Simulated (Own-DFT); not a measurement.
# Strain and stress in 2H SiC, 72 atoms (C36Si36)

Calculated results; nothing here was measured. They come from Own-DFT, an in-house plane-wave density functional program, since retired, whose code no person has reviewed. Each row is one single-point run on a periodic cell that was not relaxed, without spin or spin-orbit coupling.

Settings of every run: PBE; PseudoDojo norm-conserving scalar-relativistic files; cutoff 42 hartree; 4 x 4 x 3 k mesh centred on Gamma; Fermi-Dirac smearing of 0.1 eV.

Known limits: forces on such cells passed a denser k mesh, each cell not checked; stress not checked against mesh or cutoff.

Unstrained cell vectors in Å: (9.248, 0.000, 0.000); (-4.624, 8.009, 0.000); (0.000, 0.000, 10.068). The unstrained cell has measured lattice constants (interpolated for alloys), not those of this functional. That, the random moves and any unrelaxed bonds set the pressure at no strain. Each run strains this cell uniformly, with the atoms carried along. Every atom was also moved at random, by a Gaussian of width 0.05 Å on each axis. Strain is the symmetric tensor, in per cent. Stress is positive in tension, and the pressure is minus a third of its trace.

```
run  e_xx (%)  e_yy (%)  e_zz (%)  e_yz (%)  e_xz (%)  e_xy (%)  s_xx (GPa)  s_yy (GPa)  s_zz (GPa)  s_yz (GPa)  s_xz (GPa)  s_xy (GPa)  P (GPa)  E (meV/atom)
  1     -0.46     -1.08      1.26     -0.82     -0.71      1.83       -7.07      -11.98       -1.56       -2.42       -2.05        9.19     6.87          49.1
  2     -0.09     -1.42     -0.89     -0.23      1.67     -1.43       -8.09      -12.29      -12.87       -0.75        5.09       -6.38    11.08          30.3
  3     -0.73     -0.09     -1.61      1.54      1.53      1.61       -9.55       -8.99      -16.91        4.69        5.70        8.83    11.82          52.2
  4      1.21      0.27     -1.19     -0.14      1.45      0.00        2.21       -2.73      -13.72        0.01        3.94        0.22     4.75          24.3
  5     -0.59     -1.82      0.95      0.67     -0.78      1.95       -9.90      -15.81       -3.90        1.45       -2.78        9.55     9.87          56.2
  6     -1.48      0.37     -1.79     -1.61     -1.18     -0.65      -14.57       -5.14      -17.91       -4.84       -4.34       -2.67    12.54          38.6
  7     -1.10      1.52      1.20     -1.18      0.84      1.67       -9.00        3.57       -1.17       -3.82        2.00        7.83     2.20          23.7
  8      1.02     -1.17     -1.03     -0.05      0.36      1.78       -0.30      -10.95      -13.78        0.22        1.50        8.68     8.34          19.6
  9     -1.36      2.00     -1.75      1.75     -0.95      1.97       -9.87        4.67      -20.02        4.76       -1.62        7.06     8.41          48.7
 10      1.70     -0.50      0.59      0.04     -0.05      0.11        5.50       -6.89       -2.46       -0.70        0.63       -0.05     1.28           0.0
 11      0.66     -0.16      1.22      0.75      1.12     -0.47       -2.89       -3.35        0.41        2.51        4.19       -2.73     1.94          26.1
 12     -0.70     -0.05     -1.62      0.83      0.66     -1.47      -10.64       -5.11      -21.99        2.86        3.89       -7.67    12.58          79.9
 13     -0.02      1.13      0.58      0.59     -1.64     -1.18       -3.45        0.46       -2.34        2.77       -5.40       -5.01     1.78          10.8
 14      1.24      0.38     -1.30      0.97      0.98      1.04        3.87       -1.43      -16.01        3.27        3.38        3.82     4.52          20.6
 15     -1.04      1.99     -0.57     -1.54      0.42     -1.08       -6.93        5.61      -11.92       -4.67        2.48       -4.71     4.42          10.6
 16     -1.48      0.22     -1.56      0.54      1.28     -0.95      -14.03       -4.86      -17.93        1.84        5.38       -5.14    12.27          30.4
 17     -1.84      0.69      1.43     -0.79     -1.15      1.14           ?           ?           ?           ?           ?           ?        ?             ?
```

E is the free energy for each atom above the lowest run shown.

## Worked fit

Each stress component was fitted by least squares to a constant and the strains of the runs shown, as fractions, with shears doubled. Shear strains stay in the fit of a normal stress only where such slopes are resolved. The slopes, in GPa:

| stress | at no strain | per e_xx | per e_yy | per e_zz | scatter |
|---|---|---|---|---|---|
| s_xx | -4.7 | 600 ± 29 | 148 ± 27 | 35 ± 24 | 1.11 |
| s_yy | -4.9 | 95 ± 30 | 572 ± 27 | 29 ± 25 | 1.12 |
| s_zz | -7.9 | 81 ± 40 | 32 ± 37 | 617 ± 34 | 1.52 |

Each shear stress against twice its own strain: yz 153 ± 7, xz 162 ± 11, xy 235 ± 9 GPa. These are stiffnesses along x, y and z of the frame in which the cell vectors are given, which need not be the crystal's axes. The atoms are held to the strained lattice; where symmetry lets them move under strain, relaxing them would lower some slopes. The table should be nearly symmetric about its diagonal, and what it lacks of that shows the noise. A ninth of its sum, 245 ± 7 GPa, estimates the bulk modulus near the mean pressure of these runs, 7.2 GPa, so it lies above the value at zero pressure.

## Withheld run

Question: what normal stresses and pressure should run 17 give?

The fit gives s_xx = -14.2, s_yy = -2.3, s_zz = -0.3 and P = 5.6 GPa. The calculation gave -15.73, -1.61, -0.88 and P = 6.07 GPa.
